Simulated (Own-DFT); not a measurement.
Simulation results for Hf₃₆O₇₁ (tetragonal hafnia with one neutral oxygen vacancy, atoms displaced)

Computed with Own-DFT development build. A calculation, not a measurement: plane-wave PBE and HSE06 DFT by an unreviewed code, no spin, of a simulated cell at Gamma alone, so results move with cell size and shape, stress positive in tension, energies less offsets, not probed for a lower state with spin; hafnium file: forces about 75 meV/angstrom off all-electron values; oxygen file: force components 24 meV/angstrom off all-electron in a glass; k mesh not checked against a denser one; forces and stress are PBE's, HSE06 gives the energy alone, and its difference from PBE has offsets of its own; offsets are fitted by least squares, one for each functional and potential file, so energies compare only between cells with the same atoms and settings and are not formation energies; the far tail of each file's local potential was reset to the Coulomb form; each entry is a single point on an unrelaxed cell, so the pressure reflects the starting lattice, taken from the Materials Project, from which strain is counted, and rises with the displacements; printed positions are rounded, which can move forces by about a meV/angstrom; the program is a retired in-house code; no spin-orbit coupling.

Settings shared by all entries: first functional PBE; second functional HSE06; exact exchange share 0.25; screening 0.11 1/bohr; exchange divergence Gygi-Baldereschi; potential files PseudoDojo norm-conserving, scalar-relativistic, made for PBE, standard set; wave cutoff 48 hartree; occupations fixed; k mesh 1 x 1 x 1 centred on Gamma.

(1) 
```xyz
107
Lattice="10.7800 0.0000 0.0000 0.0000 10.7800 0.0000 0.0000 0.0000 10.4493" Properties=species:S:1:pos:R:3:force_x:R:1:force_y:R:1:force_z:R:1 formula=Hf36O71 PBE_energy_of_cell_above_offsets=-100.585 HSE06_less_PBE_above_offsets=-0.144 PBE_pressure=0.69 PBE_stress_xx=-0.81 PBE_stress_yy=-0.16 PBE_stress_zz=-1.1 PBE_stress_yz=0.63 PBE_stress_xz=0.01 PBE_stress_xy=0.02
Hf     0.0147    10.7339    10.4010     -0.871      1.198      1.265
Hf     1.8224     1.7980     2.5607     -1.316     -0.101      0.798
O     10.7097     1.7964     1.5493      2.056     -0.046      0.001
O      1.7446    10.7625     3.5957      0.391       0.99      0.375
O     10.7748     1.7839     4.1816      0.129      0.466      0.361
O      1.8253     0.0506     1.0039      -0.35      0.033     -0.126
Hf     0.0420     0.0154     5.2721     -1.228     -0.059     -0.876
Hf     1.7653     1.7658     7.8341     -0.038      1.446      0.051
O     10.7702     1.8218     6.8294      0.172     -0.293     -0.175
O      1.8090     0.0170     8.8718     -0.063      -0.57      0.137
O     10.7736     1.7936     9.3929      0.077      0.089      0.226
O      1.7889     0.0059     6.2621      0.481      0.348      0.217
Hf     0.0248     3.5916     0.0414     -0.625      0.186     -1.005
Hf     1.7497     5.3803     2.6008      0.242      0.622     -0.201
O     10.7109     5.4271     1.5689      1.459     -0.291      0.563
O      1.8404     3.5754     3.6903     -0.162      0.172     -1.008
O      0.0092     5.3649     4.2053      0.544      1.158     -0.034
O      1.7913     3.5856     1.0225      0.193     -0.067      0.715
Hf     0.0126     3.6528     5.2399      -0.39     -1.626     -0.036
Hf     1.8471     5.3884     7.8275     -0.776      0.015      0.862
O     10.7605     5.3988     6.8610      0.434     -0.042     -0.668
O      1.8306     3.6046     8.8933      0.038     -0.279     -0.433
O     10.7759     5.3973     9.4382      0.678      0.146      0.077
O      1.8087     3.5832     6.2679      0.182      0.282     -0.121
Hf    10.7406     7.2145    10.4196      0.585     -1.351        0.7
Hf     1.7773     8.9858     2.6541     -0.357     -0.361     -0.426
O     10.7326     9.0528     1.5826      1.062     -0.336      0.014
O      1.8128     7.2234     3.6469      -0.06     -1.043       0.11
O      0.0034     9.0020     4.2000     -0.243     -0.556      0.568
O      1.8018     7.1331     1.0652      0.153      0.308     -1.238
Hf    10.7509     7.1510     5.3024       0.57      0.883     -1.034
Hf     1.7964     9.0103     7.8940      0.233     -1.276     -0.932
O     10.7641     9.0191     6.8102      0.439     -0.185      0.515
O      0.0083     8.9860     9.4453      0.596     -0.357     -0.879
O      1.7804     7.2041     6.2629     -0.097     -0.396      0.411
Hf     3.5905    10.7760    10.4405      0.608     -0.201      0.172
Hf     5.3434     1.7621     2.5985      2.017      0.054      0.387
O      3.5972     1.8273     1.5698     -0.025     -0.004     -0.081
O      5.3941    10.7340     3.5792     -0.186      0.546      0.396
O      3.6203     1.8053     4.2389      0.175     -0.266     -0.603
O      5.4021     0.0032     1.0232     -0.635      0.112     -0.297
Hf     3.5990     0.0179     5.2480      0.533     -0.864     -0.174
Hf     5.3126     1.8003     7.8394       1.78     -0.478      0.065
O      3.5962     1.8217     6.8467     -0.677     -0.195     -0.431
O      5.3920    10.7568     8.8569      0.087     -0.242      0.078
O      3.5876     1.7724     9.4142      0.267       0.13      0.245
O      5.3398    10.7036     6.2937      0.491      0.451     -0.682
Hf     3.6101     3.5704     0.0036     -0.134      0.395      -0.24
Hf     5.4167     5.4074     2.5992      0.083     -0.664      0.273
O      3.5990     5.3493     1.5300      0.051      0.261      0.822
O      5.3856     3.6646     3.6208     -0.401      -1.26      0.026
O      3.5846     5.4023     4.2543     -0.116     -0.151     -0.706
O      5.4159     3.5986     1.0151     -0.202      0.054      0.083
Hf     3.6535     3.6180     5.2134     -0.932     -0.324       0.17
Hf     5.4253     5.4007     7.8600       -0.5     -1.076     -0.077
O      3.6040     5.3852     6.8178      0.608      0.125     -0.014
O      5.4238     3.5806     8.8841     -0.301      0.313      -0.36
O      3.6387     5.3595     9.4100      -0.24      0.738      0.055
O      5.4183     3.5365     6.2401     -0.887      0.418      0.496
Hf     3.7095     7.1647     0.0264     -2.701     -0.437     -0.174
Hf     5.3674     8.9087     2.6554     -0.102      1.509      -0.13
O      3.5769     9.0046     1.6381      0.408     -0.399     -0.792
O      5.3591     7.1738     3.6334      0.141     -0.318      0.097
O      3.6248     9.0181     4.1903      -0.23     -0.533      0.524
O      5.4490     7.1664     0.9841     -0.657      0.054      0.962
Hf     3.5757     7.1369     5.2508      -0.62      1.486     -0.544
Hf     5.3676     8.9126     7.8609      -0.29      1.898     -1.255
O      3.5663     8.9788     6.7814     -0.143     -0.199      1.054
O      5.3965     7.1625     8.8863      0.202      0.026      0.006
O      3.6228     8.9637     9.4033     -0.359     -0.153      0.327
O      5.3595     7.2082     6.1922      0.874      0.032      1.046
Hf     7.1582    10.7595    10.4432       0.76      1.309      0.359
Hf     9.0501     1.7596     2.6275     -1.529      0.919      0.349
O      7.2140     1.7668     1.6132     -0.508      0.189      0.224
O      8.9341     0.0453     3.6606      0.281     -1.301     -0.102
O      7.1918     1.7469     4.2035     -0.607      0.986      0.326
O      8.9833    10.7422     1.0274     -0.196      -0.06     -0.379
Hf     7.2242    10.7508     5.2167     -0.435      0.958      0.397
Hf     8.9907     1.8137     7.8727     -0.948     -0.017     -0.336
O      7.1693     1.8161     6.8214     -0.188     -0.209      0.467
O      8.9947    10.7582     8.8522      0.201       0.02      0.136
O      7.2275     1.8133     9.4491      0.005     -0.245       0.27
O      8.9552     0.0081     6.2884      0.819      0.011     -0.337
Hf     7.1751     3.6518     0.0002      1.077     -1.685      0.376
Hf     8.9919     5.3991     2.6452     -0.303     -0.626      0.097
O      7.2233     5.4283     1.6529     -0.578     -0.217     -1.023
O      8.9987     3.6613     3.7028      0.108     -1.085     -0.858
O      7.1606     5.3512     4.1849     -0.197      1.167      0.796
O      9.0459     3.6071     1.0118     -1.287       0.17     -0.007
Hf     7.1523     3.5621     5.2317      1.149     -0.633     -0.837
Hf     8.9491     5.3729     7.8201      0.543      0.039      0.531
O      7.1641     5.3895     6.7942     -0.046      0.392       0.06
O      8.9565     3.6504     8.8392      0.154     -0.699       0.07
O      7.1823     5.3703     9.4048     -0.387      1.057      0.061
O      8.9624     3.5660     6.2150      0.344      0.373      0.567
Hf     7.1657     7.2090    10.4427      2.188     -0.276      0.113
Hf     8.9623     8.9695     2.6039      0.239      0.573      0.361
O      7.1793     8.9247     1.6180     -0.385       0.01     -0.398
O      8.9580     7.1533     3.6829      0.137      0.582      0.124
O      7.2195     9.0086     4.1897     -0.196     -1.166      0.219
O      8.9923     7.1906     1.0214     -0.579       0.41      0.045
Hf     7.2060     7.2075     5.2623      0.045     -0.513     -1.086
Hf     8.9721     8.9792     7.8302       0.04      0.241      0.104
O      7.2124     9.0293     6.7926     -0.676     -0.911      0.406
O      9.0043     7.1511     8.8904     -0.201      0.529     -0.393
O      7.2363     8.9676     9.4249     -0.447     -0.198     -0.184
O      8.9904     7.1958     6.2932     -0.521     -0.037     -0.016
```

Units: PBE_energy_of_cell_above_offsets, HSE06_less_PBE_above_offsets in eV; PBE_pressure, PBE_stress_xx, PBE_stress_yy, PBE_stress_zz, PBE_stress_yz, PBE_stress_xz, PBE_stress_xy in GPa; force_x, force_y, force_z in eV/Å.

(2) 
```xyz
107
Lattice="10.7800 0.0000 0.0000 0.0000 10.7800 0.0000 0.0000 0.0000 10.4493" Properties=species:S:1:pos:R:3:force_x:R:1:force_y:R:1:force_z:R:1 formula=Hf36O71 PBE_energy_of_cell_above_offsets=-98.294 HSE06_less_PBE_above_offsets=0.024 PBE_pressure=1.36 PBE_stress_xx=-1.57 PBE_stress_yy=-0.78 PBE_stress_zz=-1.71 PBE_stress_yz=0.01 PBE_stress_xz=0.64 PBE_stress_xy=0
Hf     0.0177    10.7686    10.4242      0.607     -0.276      0.109
Hf     1.8242     1.7294     2.5599     -1.693      1.249      1.766
O      0.0144     1.9308     1.5924      -0.07     -1.048      0.118
O      1.8354    10.7261     3.6186     -0.421      0.174      0.295
O      0.0167     1.7398     4.2305     -0.115      0.738     -0.231
O      1.8142    10.7509     0.9559     -0.498      0.458      1.031
Hf     0.0106    10.7296     5.1730      0.278      0.238      1.164
Hf     1.8403     1.8295     7.8634     -0.485     -0.034     -0.322
O      0.0018     1.7121     6.8719     -0.473      1.054       0.09
O      1.7791     0.0141     8.8691      0.424      0.071      0.182
O      0.0231     1.7767     9.4716      -0.73     -0.087     -0.227
O      1.7795     0.0277     6.3595      0.608     -0.475     -1.895
Hf    10.6599     3.5775    10.4112      2.604      0.124      1.052
Hf     1.7628     5.4063     2.6570      0.284     -0.003     -0.878
O      0.0548     5.3742     1.5709     -1.336      0.297      0.606
O      1.7891     3.6262     3.6295      0.055     -1.133     -0.062
O     10.6917     5.3280     4.1962      0.328       1.12      0.334
O      1.7326     3.6240     0.9689      0.827     -0.363      0.804
Hf    10.7616     3.5970     5.2065      1.759     -0.313      0.104
Hf     1.7821     5.4901     7.8848      0.639     -2.115      0.246
O      0.0330     5.3617     6.8371     -1.747     -0.218      0.095
O      1.8030     3.6133     8.9612      0.007     -0.712     -1.397
O      0.0253     5.3700     9.4829     -0.512      0.605     -1.065
O      1.8506     3.5957     6.2495     -1.788     -0.332     -0.044
Hf     0.0095     7.1748    10.3903      0.123     -0.366      1.849
Hf     1.8902     8.9530     2.6623     -1.562     -0.826      -0.52
O     10.7409     9.0264     1.6077      0.975      0.549     -0.276
O      1.8929     7.2113     3.7266     -0.807     -0.494     -0.174
O     10.7225     8.9116     4.1638      0.261      0.734      0.119
O      1.7579     7.1894     1.0944      0.055      0.578     -0.534
Hf    10.7025     7.2475     5.2445      0.648     -1.372     -0.199
Hf     1.7299     8.9305     7.8158      1.505      1.611     -0.161
O      0.0286     9.0345     6.7327     -1.566     -0.804      0.572
O      1.8378     7.2104     8.8043       -0.8      0.213      1.812
O      0.1342     8.9727     9.4517     -0.802     -0.006     -0.896
O      1.7459     7.2114     6.3387     -0.109      -0.06       -1.1
Hf     3.5723     0.0657    10.4148      0.087     -2.006     -0.643
Hf     5.3649     1.7597     2.5532       0.42     -0.062      2.152
O      3.5096     1.7847     1.6262      2.019      0.226     -1.218
O      5.3061    10.7498     3.6357      0.064      1.047     -0.196
O      3.5648     1.7271     4.2242     -0.209       0.99     -0.155
O      5.4010    10.7783     1.0577     -0.381      0.228     -0.776
Hf     3.6085    10.7467     5.2262      -0.42      0.366      0.566
Hf     5.4678     1.8472     7.8276     -0.917      0.206     -0.771
O      3.5912     1.8247     6.8212      0.713     -0.173      0.602
O      5.2133    10.7407     8.7919      1.054      1.701      1.088
O      3.6701     1.7810     9.4957     -0.305      1.017     -0.438
O      5.3918    10.7798     6.2811      0.454      0.325     -0.481
Hf     3.5357     3.5638     0.0645     -1.323      2.282     -1.626
Hf     5.4230     5.3613     2.6164     -1.294      0.442      0.519
O      3.5919     5.4472     1.5886      0.328     -0.485      0.792
O      5.4353     3.5176     3.6395     -0.556      1.074     -1.123
O      3.5585     5.4011     4.2278      0.494     -0.528      0.163
O      5.3898     3.6668     0.9333     -0.213     -0.759      1.203
Hf     3.5543     3.6327     5.2484      0.628     -1.255     -0.291
Hf     5.3607     5.4282     7.7743     -1.005     -0.052      1.557
O      3.5238     5.3838     6.8843      1.146      0.056     -1.329
O      5.4157     3.5892     8.8219      0.032      0.198     -0.004
O      3.4942     5.4240     9.3942      0.531     -0.323      1.271
O      5.4007     3.5503     6.2513      0.805      0.055     -0.281
Hf     3.5664     7.2762     0.0631      0.532     -2.101     -0.703
Hf     5.3775     9.0526     2.5654      0.208     -1.393       2.01
O      3.5945     8.9654     1.6459      0.007     -0.034     -1.155
O      5.3375     7.1918     3.6843      0.417     -0.803     -0.743
O      3.6363     8.9305     4.1616     -0.528      0.949      0.826
O      5.4427     7.2175     0.9690     -0.894       -0.1      0.824
Hf     3.6005     7.1814     5.2190     -0.174      0.221      0.432
Hf     5.4026     9.0617     7.8232     -0.623     -2.039     -0.017
O      3.6011     8.9063     6.8577     -0.095      0.391     -0.578
O      5.3357     7.1643     8.8898      0.778      0.223     -0.578
O      3.5785     8.9266     9.4406     -0.149      1.676      0.418
O      5.4056     7.1569     6.3110     -0.356     -0.198     -0.461
Hf     7.1985    10.7603     0.0157      0.127      0.225      -0.08
Hf     9.0275     1.7712     2.5763      -0.36     -0.225      0.917
O      7.1778     1.7407     1.6198      0.049      0.538     -0.806
O      9.0115    10.7579     3.6289      0.034      0.332     -0.013
O      7.1419     1.7799     4.1728      0.458     -0.195      1.381
O      8.9794     0.0847     1.0105     -0.202     -0.334     -0.193
Hf     7.2251     0.0174     5.2727     -0.176     -0.667     -0.863
Hf     8.9549     1.8130     7.8302      0.604     -1.535     -0.349
O      8.9500    10.6846     8.8624     -0.016      1.213       0.45
O      7.2364     1.8687     9.4017     -0.264     -1.957     -0.126
O      9.0232    10.7505     6.3138     -0.617      0.579      -0.69
Hf     7.1645     3.5855     0.0305     -0.076      0.612     -0.164
Hf     8.9122     5.3560     2.5709      1.921      0.589      0.562
O      7.1670     5.3722     1.5411     -0.022      0.237      0.106
O      8.9384     3.5427     3.6227      0.115      0.047      0.614
O      7.2289     5.3594     4.1839      -0.31      0.473     -0.067
O      9.0105     3.6588     1.1207     -1.594      -0.48     -1.004
Hf     7.3086     3.6315     5.2254     -2.929      -1.39     -1.271
Hf     8.9420     5.2977     7.8634      0.677      1.645     -0.374
O      7.1653     5.4602     6.8021      0.905     -0.716     -0.062
O      8.9992     3.5752     8.8778      0.159     -0.047       0.17
O      7.1523     5.3393     9.4292      0.681      0.119     -0.285
O      8.9692     3.6004     6.2580      0.805     -0.344      1.101
Hf     7.1598     7.1395    10.4280      0.241      0.115     -0.119
Hf     8.9693     8.9888     2.5340      0.174     -1.113      1.489
O      7.1284     8.9569     1.6626      1.506      0.622     -1.623
O      8.9366     7.1441     3.5904      0.076      0.639      0.088
O      7.1327     9.0048     4.2078      0.239     -0.129        0.6
O      9.0479     7.2301     1.0277     -1.143     -0.294     -0.564
Hf     7.1650     7.1505     5.2965     -0.628      1.169     -1.946
Hf     8.9729     8.9774     7.8505     -0.269     -0.357     -1.023
O      7.1935     9.0333     6.7588      0.324     -0.348      1.061
O      8.9542     7.1530     8.8923      0.314      0.172     -0.737
O      7.1176     8.9642     9.4505       0.25      0.504     -0.089
O      8.9236     7.1856     6.2304      1.192      0.169      0.674
```

Units: PBE_energy_of_cell_above_offsets, HSE06_less_PBE_above_offsets in eV; PBE_pressure, PBE_stress_xx, PBE_stress_yy, PBE_stress_zz, PBE_stress_yz, PBE_stress_xz, PBE_stress_xy in GPa; force_x, force_y, force_z in eV/Å.
